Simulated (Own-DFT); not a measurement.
# Computed records: Al$_{3}$GaN$_{4}$ (wurtzite random alloy, strained, atoms displaced)

All values are calculated (Own-DFT development build). A calculation, not a measurement: plane-wave PBE density functional theory by an unreviewed code, no spin, of a simulated periodic cell, stress positive in tension, free energy of the whole cell less one offset for each atom, forces on such cells passed a denser k mesh, this cell's mesh not checked; offsets are fitted by least squares, one for each functional and potential file, so energies compare only between cells with the same atoms and settings and are not formation energies; the far tail of each file's local potential was reset to the Coulomb form; each entry is a single point on an unrelaxed cell, so the pressure reflects the starting lattice, mostly measured values, from which strain is counted, and rises with the displacements; printed positions are rounded, which can move forces by about a meV/angstrom; the program is a retired in-house code; no spin-orbit coupling.

Common to all runs: functional PBE; potential files PseudoDojo norm-conserving, scalar-relativistic, standard set with the stringent files for Ga; wave cutoff 96 hartree; occupations Gaussian; smearing width 0.01 eV; k mesh 4 x 4 x 3 centred on Gamma.

```json
{"entry": 1, "formula": "Al3GaN4", "kind": "wurtzite random alloy, strained, atoms displaced", "structure": {"cell_angstrom": [[9.4877, 0.0, 0.0], [-4.7438, 8.2166, 0.0], [0.0, 0.0, 10.0655]], "atoms_fractional": [["Ga", 0.11026, 0.2198, 0.99689], ["Ga", 0.23243, 0.11403, 0.24022], ["N", 0.11177, 0.22485, 0.19893], ["N", 0.22384, 0.11115, 0.44338], ["Ga", 0.11883, 0.22063, 0.49299], ["Al", 0.23021, 0.11063, 0.75325], ["N", 0.10808, 0.22597, 0.6837], ["N", 0.20367, 0.09846, 0.93911], ["Al", 0.10123, 0.55084, 0.99891], ["Al", 0.22023, 0.4424, 0.25072], ["N", 0.10426, 0.55204, 0.19469], ["N", 0.21768, 0.43926, 0.43385], ["Ga", 0.10903, 0.55115, 0.49729], ["Al", 0.22736, 0.45266, 0.74561], ["N", 0.11043, 0.55815, 0.68822], ["N", 0.2239, 0.44736, 0.94892], ["Ga", 0.10572, 0.88461, 0.99574], ["Al", 0.20929, 0.76707, 0.2477], ["N", 0.11007, 0.88296, 0.18927], ["N", 0.22642, 0.77224, 0.44696], ["Al", 0.11322, 0.89032, 0.50031], ["Al", 0.22013, 0.77573, 0.74633], ["N", 0.11553, 0.89358, 0.68867], ["N", 0.21436, 0.78776, 0.9456], ["Al", 0.44436, 0.22664, 0.0016], ["Al", 0.5464, 0.10123, 0.24852], ["N", 0.44881, 0.22436, 0.1962], ["N", 0.56402, 0.10928, 0.44444], ["Al", 0.45009, 0.23409, 0.49723], ["Al", 0.56076, 0.10702, 0.74381], ["N", 0.44545, 0.22688, 0.68087], ["N", 0.55559, 0.10648, 0.93883], ["Al", 0.44127, 0.54776, 0.00179], ["Al", 0.55145, 0.43974, 0.24275], ["N", 0.45518, 0.56965, 0.18537], ["N", 0.54546, 0.4486, 0.44055], ["Al", 0.43808, 0.55828, 0.50065], ["Al", 0.55539, 0.44555, 0.74845], ["N", 0.44642, 0.55961, 0.6931], ["N", 0.5496, 0.43648, 0.936], ["Al", 0.44028, 0.89012, 0.00283], ["Al", 0.54991, 0.78408, 0.24969], ["N", 0.43941, 0.88447, 0.18669], ["N", 0.55408, 0.77771, 0.4472], ["Al", 0.43995, 0.89347, 0.5072], ["Ga", 0.5624, 0.78132, 0.75614], ["N", 0.43868, 0.88176, 0.68732], ["N", 0.55078, 0.7752, 0.93925], ["Al", 0.77266, 0.2116, 0.99653], ["Al", 0.884, 0.10447, 0.25309], ["N", 0.78285, 0.21756, 0.18645], ["N", 0.89486, 0.11036, 0.4434], ["Al", 0.78296, 0.21892, 0.49946], ["Al", 0.88911, 0.11239, 0.75239], ["N", 0.77857, 0.21968, 0.69009], ["N", 0.8937, 0.1003, 0.92949], ["Al", 0.78059, 0.55788, 0.00616], ["Al", 0.88669, 0.45733, 0.2606], ["N", 0.76892, 0.5445, 0.18982], ["N", 0.88726, 0.45443, 0.43557], ["Al", 0.78043, 0.55833, 0.49996], ["Al", 0.90056, 0.46205, 0.75137], ["N", 0.77888, 0.55529, 0.68701], ["N", 0.89835, 0.45075, 0.93769], ["Ga", 0.78832, 0.89305, 0.98738], ["Ga", 0.8917, 0.78125, 0.24998], ["N", 0.78408, 0.8886, 0.1947], ["N", 0.89934, 0.78937, 0.44983], ["Ga", 0.78141, 0.8935, 0.49735], ["Al", 0.90052, 0.78592, 0.7419], ["N", 0.77369, 0.88739, 0.69351], ["N", 0.88792, 0.76914, 0.94162]]}, "results": {"free_energy_of_cell_above_offsets [eV]": "-23.012", "pressure [GPa]": 2.33, "stress_xx [GPa]": -1.43, "stress_yy [GPa]": -1.33, "stress_zz [GPa]": -4.24, "stress_yz [GPa]": 0.42, "stress_xz [GPa]": 0.08, "stress_xy [GPa]": -0.1, "force_element": ["Ga", "Ga", "N", "N", "Ga", "Al", "N", "N", "Al", "Al", "N", "N", "Ga", "Al", "N", "N", "Ga", "Al", "N", "N", "Al", "Al", "N", "N", "Al", "Al", "N", "N", "Al", "Al", "N", "N", "Al", "Al", "N", "N", "Al", "Al", "N", "N", "Al", "Al", "N", "N", "Al", "Ga", "N", "N", "Al", "Al", "N", "N", "Al", "Al", "N", "N", "Al", "Al", "N", "N", "Al", "Al", "N", "N", "Ga", "Ga", "N", "N", "Ga", "Al", "N", "N"], "force_x [eV/angstrom]": [-0.656, -2.232, -0.118, 2.32, -0.947, -1.266, 0.96, 2.729, 1.82, 0.095, 0.032, 0.724, 0.097, -0.159, 0.643, -0.61, -1.347, 1.262, 0.523, -1.393, 1.029, 0.096, 0.505, 4.097, 0.433, 1.699, 1.195, -1.399, 0.132, -1.127, 0.667, -0.858, -0.082, -0.8, -0.454, 1.591, 0.411, 0.196, -0.047, 0.414, 0.212, 1.823, -0.987, -1.09, 1.467, -1.109, -0.465, -0.282, 0.784, 0.635, -1.386, -1.399, -0.252, 0.558, 0.095, -1.911, -0.04, 1.365, -0.056, 0.052, -1.442, -0.798, -0.085, -1.999, -1.2, -0.131, -2.005, 0.311, -0.842, -1.474, 2.137, -0.66], "force_y [eV/angstrom]": [0.805, -1.191, -0.521, -0.894, 0.145, 0.744, 0.128, 2.273, 1.364, 0.823, -0.166, 1.325, -0.029, -1.225, 0.073, 0.374, 0.385, 0.844, 0.437, 1.55, 0.506, 0.749, -0.151, -2.757, -1.527, 0.842, -0.035, 0.541, -1.286, 0.312, -0.485, 0.555, 1.486, 1.854, -1.917, 0.327, 0.19, -0.009, -1.095, 0.842, -0.798, -0.496, 0.347, 0.241, -0.661, -0.552, 1.117, -0.099, 1.039, 0.814, 0.206, 1.057, 0.539, 0.106, 1.012, 2.618, -1.07, -2.15, 0.774, -1.642, 0.495, -2.16, 0.611, -1.551, -2.349, -0.661, 0.44, -2.109, -0.819, -1.042, 1.115, -0.557], "force_z [eV/angstrom]": [1.126, 1.831, -1.016, -0.955, 0.938, -1.389, 2.027, -0.327, 1.164, -1.044, -0.57, 0.546, -0.028, 0.725, 1.005, -1.524, 1.403, 0.757, 0.415, -1.535, -0.117, 0.726, 0.255, -1.897, -0.652, 0.593, -1.894, -0.882, -0.331, 0.119, 1.892, -0.111, -0.605, 1.644, 0.888, -0.758, 0.028, -0.633, -0.612, 0.91, -1.145, 0.666, 0.79, -1.346, -1.286, -1.145, 1.372, 1.998, 0.201, -0.142, 0.47, -1.227, 0.142, -2.498, 0.144, 1.195, -1.343, -2.861, 0.16, 1.978, 0.005, -0.309, 0.548, 0.104, 2.04, 0.8, -0.701, -0.811, 0.951, 0.623, 0.054, -1.537]}}
{"entry": 2, "formula": "Al3GaN4", "kind": "wurtzite random alloy, strained, atoms displaced", "structure": {"cell_angstrom": [[9.4877, 0.0, 0.0], [-4.7438, 8.2166, 0.0], [0.0, 0.0, 10.0655]], "atoms_fractional": [["Al", 0.11811, 0.23191, 0.99627], ["Al", 0.21827, 0.1063, 0.24542], ["N", 0.10485, 0.22244, 0.19186], ["N", 0.21624, 0.09945, 0.4442], ["Ga", 0.10661, 0.23399, 0.50756], ["Al", 0.22979, 0.11029, 0.7452], ["N", 0.10651, 0.2267, 0.68966], ["N", 0.22526, 0.11444, 0.94263], ["Al", 0.10324, 0.54687, 0.9943], ["Ga", 0.22175, 0.44372, 0.23518], ["N", 0.11585, 0.55331, 0.19466], ["N", 0.21613, 0.44685, 0.44524], ["Al", 0.11704, 0.55631, 0.49514], ["Ga", 0.2196, 0.44448, 0.74277], ["N", 0.1126, 0.55342, 0.67872], ["N", 0.22486, 0.44497, 0.93625], ["Al", 0.10614, 0.888, 0.00577], ["Al", 0.22245, 0.77441, 0.25308], ["N", 0.11046, 0.88594, 0.18511], ["N", 0.22497, 0.77789, 0.43243], ["Ga", 0.11062, 0.89401, 0.49983], ["Al", 0.2257, 0.78638, 0.75174], ["N", 0.11751, 0.89984, 0.68904], ["N", 0.2239, 0.77646, 0.93733], ["Al", 0.44157, 0.2174, 0.99692], ["Ga", 0.54844, 0.11518, 0.24705], ["N", 0.44316, 0.22637, 0.19686], ["N", 0.54721, 0.10632, 0.43416], ["Al", 0.45772, 0.2314, 0.49694], ["Al", 0.56004, 0.10879, 0.74512], ["N", 0.44346, 0.21203, 0.68575], ["N", 0.55618, 0.11771, 0.93625], ["Al", 0.43925, 0.54885, 0.99972], ["Al", 0.53972, 0.43634, 0.2475], ["N", 0.45486, 0.55766, 0.18428], ["N", 0.55829, 0.44046, 0.44153], ["Al", 0.43627, 0.55424, 0.49801], ["Al", 0.55967, 0.44667, 0.74885], ["N", 0.44356, 0.55227, 0.69527], ["N", 0.55872, 0.447, 0.93437], ["Ga", 0.44864, 0.90602, 0.99843], ["Al", 0.55394, 0.77175, 0.25297], ["N", 0.45033, 0.88702, 0.19296], ["N", 0.55349, 0.78302, 0.44714], ["Al", 0.43775, 0.88426, 0.48891], ["Al", 0.55286, 0.77737, 0.75019], ["N", 0.44077, 0.8847, 0.68417], ["N", 0.55645, 0.78086, 0.93752], ["Ga", 0.7825, 0.22405, 7e-05], ["Ga", 0.88434, 0.11209, 0.2544], ["N", 0.7799, 0.22706, 0.19149], ["N", 0.88935, 0.11278, 0.44361], ["Al", 0.77571, 0.22234, 0.496], ["Ga", 0.88265, 0.11759, 0.75132], ["N", 0.77942, 0.21711, 0.68018], ["N", 0.90518, 0.12079, 0.9438], ["Al", 0.77821, 0.56122, 0.99819], ["Al", 0.88528, 0.44629, 0.24858], ["N", 0.76777, 0.55366, 0.18585], ["N", 0.89333, 0.44661, 0.44344], ["Al", 0.77943, 0.56146, 0.49533], ["Al", 0.88625, 0.43688, 0.75464], ["N", 0.7813, 0.56099, 0.70178], ["N", 0.88203, 0.44103, 0.93245], ["Al", 0.78297, 0.88806, 0.99924], ["Al", 0.89933, 0.79734, 0.25463], ["N", 0.78231, 0.89017, 0.19139], ["N", 0.89515, 0.77302, 0.44287], ["Al", 0.77918, 0.88997, 0.50881], ["Al", 0.8886, 0.78646, 0.74833], ["N", 0.75822, 0.87135, 0.68088], ["N", 0.89235, 0.7802, 0.93571]]}, "results": {"free_energy_of_cell_above_offsets [eV]": "-23.133", "pressure [GPa]": 2.29, "stress_xx [GPa]": -0.37, "stress_yy [GPa]": -1.22, "stress_zz [GPa]": -5.27, "stress_yz [GPa]": 0.74, "stress_xz [GPa]": -0.7, "stress_xy [GPa]": 0.32, "force_element": ["Al", "Al", "N", "N", "Ga", "Al", "N", "N", "Al", "Ga", "N", "N", "Al", "Ga", "N", "N", "Al", "Al", "N", "N", "Ga", "Al", "N", "N", "Al", "Ga", "N", "N", "Al", "Al", "N", "N", "Al", "Al", "N", "N", "Al", "Al", "N", "N", "Ga", "Al", "N", "N", "Al", "Al", "N", "N", "Ga", "Ga", "N", "N", "Al", "Ga", "N", "N", "Al", "Al", "N", "N", "Al", "Al", "N", "N", "Al", "Al", "N", "N", "Al", "Al", "N", "N"], "force_x [eV/angstrom]": [0.741, -0.397, 1.763, 0.27, 1.404, -1.235, 1.43, -0.231, 0.598, 0.994, -2.675, 2.11, -1.969, 0.379, -1.706, -0.77, 0.863, 0.216, 0.366, -0.359, 1.402, 0.002, -0.578, -1.411, -0.145, 1.708, -1.605, 1.082, -1.412, -0.743, 0.471, 0.328, 0.881, 2.342, -1.332, -1.239, 0.973, -0.265, 0.69, -0.468, 0.867, 0.484, -0.988, 1.327, -0.008, -0.956, 0.158, 0.774, -0.251, 0.127, -0.651, -1.01, -0.176, 2.09, -2.376, -1.208, -0.32, -0.041, 0.892, -0.842, 0.863, -0.105, 0.404, 0.734, -0.906, -0.007, -0.799, -2.417, -0.214, 0.722, 1.586, -0.223], "force_y [eV/angstrom]": [-0.866, 0.568, -0.821, 4.149, -1.696, 1.044, -1.846, -0.529, 1.268, -0.167, 0.994, 0.647, 0.868, 0.771, 1.066, 0.267, 0.106, 0.279, 0.268, -0.727, -1.639, -1.092, -1.626, -0.284, 1.77, -0.745, -0.905, 0.713, -2.4, -0.473, 1.649, 0.826, 1.472, 1.539, 0.07, 1.627, 0.257, -0.442, 0.432, -0.756, -2.734, 1.084, -0.34, -1.356, 1.039, -0.904, 0.636, -0.053, -0.339, -0.057, 0.352, -1.016, -0.019, -1.655, 1.258, -1.68, -0.605, 0.478, 0.559, -0.206, -1.3, 1.366, -0.454, 1.09, 0.275, -2.52, -0.51, 0.837, -0.001, -0.721, 1.521, 0.338], "force_z [eV/angstrom]": [0.593, 1.261, -1.274, -2.035, -1.636, 0.526, 1.611, -0.316, 0.384, 2.082, -1.826, -1.65, 0.103, 0.598, 1.812, 1.326, -2.24, -1.58, 1.445, 0.983, 0.614, -1.064, 1.303, 0.676, 0.193, 0.196, -2.186, 1.624, 0.423, -0.541, 0.341, -0.611, -1.508, 0.723, 0.557, -0.663, 0.987, -0.304, -1.369, 1.249, 0.439, -0.151, 0.026, -1.493, 1.385, -0.15, 0.354, 0.568, 0.402, -0.231, 0.021, 0.536, -0.832, 0.18, 0.937, -0.277, -0.313, 0.5, 0.775, -0.801, 1.287, -2.949, -1.684, 1.737, 0.036, -0.261, -0.297, -0.803, -3.013, -0.263, 2.875, 0.654]}}
{"entry": 3, "formula": "Al3GaN4", "kind": "wurtzite random alloy, strained, atoms displaced", "structure": {"cell_angstrom": [[9.4877, 0.0, 0.0], [-4.7438, 8.2166, 0.0], [0.0, 0.0, 10.0655]], "atoms_fractional": [["Al", 0.11575, 0.22901, 0.9972], ["Al", 0.22463, 0.12141, 0.2512], ["N", 0.10143, 0.21034, 0.1833], ["N", 0.22459, 0.1159, 0.43994], ["Al", 0.1109, 0.2266, 0.49308], ["Al", 0.22964, 0.11541, 0.74591], ["N", 0.11172, 0.21839, 0.68352], ["N", 0.21765, 0.11504, 0.9353], ["Al", 0.11002, 0.55448, 0.00831], ["Al", 0.232, 0.4507, 0.25312], ["N", 0.11589, 0.55674, 0.2022], ["N", 0.22623, 0.44327, 0.43768], ["Al", 0.10601, 0.55008, 0.50014], ["Ga", 0.23502, 0.45389, 0.74759], ["N", 0.10059, 0.54331, 0.68347], ["N", 0.2322, 0.45426, 0.9342], ["Al", 0.11368, 0.88991, 0.00071], ["Al", 0.21961, 0.78313, 0.24744], ["N", 0.10604, 0.88709, 0.19501], ["N", 0.22378, 0.78242, 0.43913], ["Al", 0.11048, 0.88972, 0.49975], ["Ga", 0.22023, 0.783, 0.74371], ["N", 0.10921, 0.88391, 0.69739], ["N", 0.23129, 0.78545, 0.93173], ["Al", 0.44084, 0.2229, 0.99967], ["Al", 0.54552, 0.10677, 0.25354], ["N", 0.44801, 0.22832, 0.19213], ["N", 0.55356, 0.10618, 0.44786], ["Ga", 0.44919, 0.22912, 0.50297], ["Al", 0.55306, 0.10851, 0.75028], ["N", 0.44611, 0.23304, 0.69142], ["N", 0.5584, 0.11207, 0.93939], ["Ga", 0.44991, 0.55623, 0.00453], ["Al", 0.55769, 0.44551, 0.24693], ["N", 0.44756, 0.56101, 0.18473], ["N", 0.56292, 0.44626, 0.4497], ["Al", 0.44445, 0.56785, 0.49257], ["Al", 0.55615, 0.44671, 0.75119], ["N", 0.44335, 0.55884, 0.68514], ["N", 0.55045, 0.44793, 0.93826], ["Al", 0.44913, 0.89353, 0.00259], ["Al", 0.55019, 0.76846, 0.25827], ["N", 0.4401, 0.89832, 0.18805], ["N", 0.55332, 0.76928, 0.44578], ["Ga", 0.44536, 0.8915, 0.5058], ["Al", 0.55374, 0.77623, 0.74461], ["N", 0.44413, 0.88853, 0.68702], ["N", 0.56523, 0.78441, 0.93313], ["Al", 0.78274, 0.22584, 0.00295], ["Ga", 0.88273, 0.10426, 0.25724], ["N", 0.7712, 0.22371, 0.18484], ["N", 0.88349, 0.1109, 0.44173], ["Al", 0.7732, 0.22349, 0.50391], ["Ga", 0.88712, 0.11079, 0.75901], ["N", 0.77117, 0.21442, 0.69114], ["N", 0.89517, 0.12038, 0.94779], ["Al", 0.78114, 0.55467, 0.99958], ["Al", 0.89415, 0.44852, 0.25167], ["N", 0.77328, 0.54781, 0.19326], ["N", 0.88885, 0.44243, 0.44007], ["Al", 0.77655, 0.55416, 0.50181], ["Al", 0.88925, 0.4438, 0.75109], ["N", 0.76645, 0.54473, 0.69143], ["N", 0.87524, 0.43217, 0.94099], ["Ga", 0.78218, 0.89961, 0.9991], ["Al", 0.89105, 0.77339, 0.24715], ["N", 0.77895, 0.89238, 0.18491], ["N", 0.88056, 0.77824, 0.44189], ["Ga", 0.78763, 0.89982, 0.49294], ["Al", 0.88725, 0.76557, 0.74826], ["N", 0.78387, 0.90032, 0.69576], ["N", 0.87818, 0.77199, 0.93562]]}, "results": {"free_energy_of_cell_above_offsets [eV]": "-23.454", "pressure [GPa]": 2.0, "stress_xx [GPa]": 0.45, "stress_yy [GPa]": -0.99, "stress_zz [GPa]": -5.47, "stress_yz [GPa]": 0.47, "stress_xz [GPa]": 0.45, "stress_xy [GPa]": -0.43, "force_element": ["Al", "Al", "N", "N", "Al", "Al", "N", "N", "Al", "Al", "N", "N", "Al", "Ga", "N", "N", "Al", "Al", "N", "N", "Al", "Ga", "N", "N", "Al", "Al", "N", "N", "Ga", "Al", "N", "N", "Ga", "Al", "N", "N", "Al", "Al", "N", "N", "Al", "Al", "N", "N", "Ga", "Al", "N", "N", "Al", "Ga", "N", "N", "Al", "Ga", "N", "N", "Al", "Al", "N", "N", "Al", "Al", "N", "N", "Ga", "Al", "N", "N", "Ga", "Al", "N", "N"], "force_x [eV/angstrom]": [-0.158, 0.207, 1.061, -0.753, 0.329, -1.446, 0.29, 1.071, 0.391, -0.749, -0.264, -0.637, 0.383, -1.591, -0.1, -1.671, -0.729, 0.752, 0.543, -0.814, -0.186, 1.716, -1.821, -0.757, 0.541, 1.052, -0.846, 0.35, -0.313, -0.077, 0.862, -0.631, -0.814, -0.012, 0.161, -1.541, 1.371, -1.154, 1.918, 2.293, 0.457, 0.072, 0.807, -0.237, -0.118, 0.736, 0.351, -1.821, -0.897, -0.695, 0.034, 0.167, 0.463, 0.752, -0.629, 0.023, -1.28, -0.585, 0.658, -0.402, 0.331, -0.451, 1.589, 1.388, 0.181, -1.541, -0.195, 2.625, -1.043, -1.422, 0.271, 2.184], "force_y [eV/angstrom]": [0.007, -1.007, 2.308, -0.785, -0.677, -0.315, 0.418, -0.474, 0.359, -1.34, 0.278, 0.652, 0.766, -1.739, 1.02, -0.874, 0.084, -0.066, 0.707, -1.119, 0.199, -1.837, 1.55, -1.015, -0.005, 1.365, -0.573, 1.473, -0.722, 0.479, -1.5, 0.246, 1.599, -0.048, -0.778, 1.344, -3.734, 0.191, 0.907, -1.268, -0.225, 2.21, -1.773, 2.666, -0.91, 0.801, 0.314, -0.174, -1.423, 1.144, 0.244, 2.497, -0.251, 1.04, 1.425, 0.967, -0.137, -1.477, 1.27, 0.155, 0.34, -1.19, 1.093, 2.497, -0.926, 0.191, -2.294, -0.936, -1.462, 1.381, -3.112, -0.02], "force_z [eV/angstrom]": [-0.265, -0.263, 1.041, -0.249, 1.301, 0.134, 0.129, 0.76, -1.396, -0.884, -1.462, -0.071, -0.795, -0.487, 0.563, 2.231, -0.84, 0.845, -0.979, -0.034, 0.053, 0.303, -2.033, 2.789, -0.505, -0.05, -0.251, -1.681, -0.195, 0.179, 1.142, 0.22, -2.326, 1.197, 3.252, -2.345, 2.167, -0.145, -0.721, 0.239, -1.205, -1.369, 0.737, -1.887, -1.399, 0.473, 1.902, 0.514, -0.232, -1.976, 1.879, 0.436, -0.042, -0.872, -0.086, -0.094, -0.07, -0.072, -0.599, 0.179, -0.031, -0.233, -0.174, -0.091, -0.634, 0.289, 2.343, -0.764, 2.594, 0.116, -1.002, 0.799]}}
```
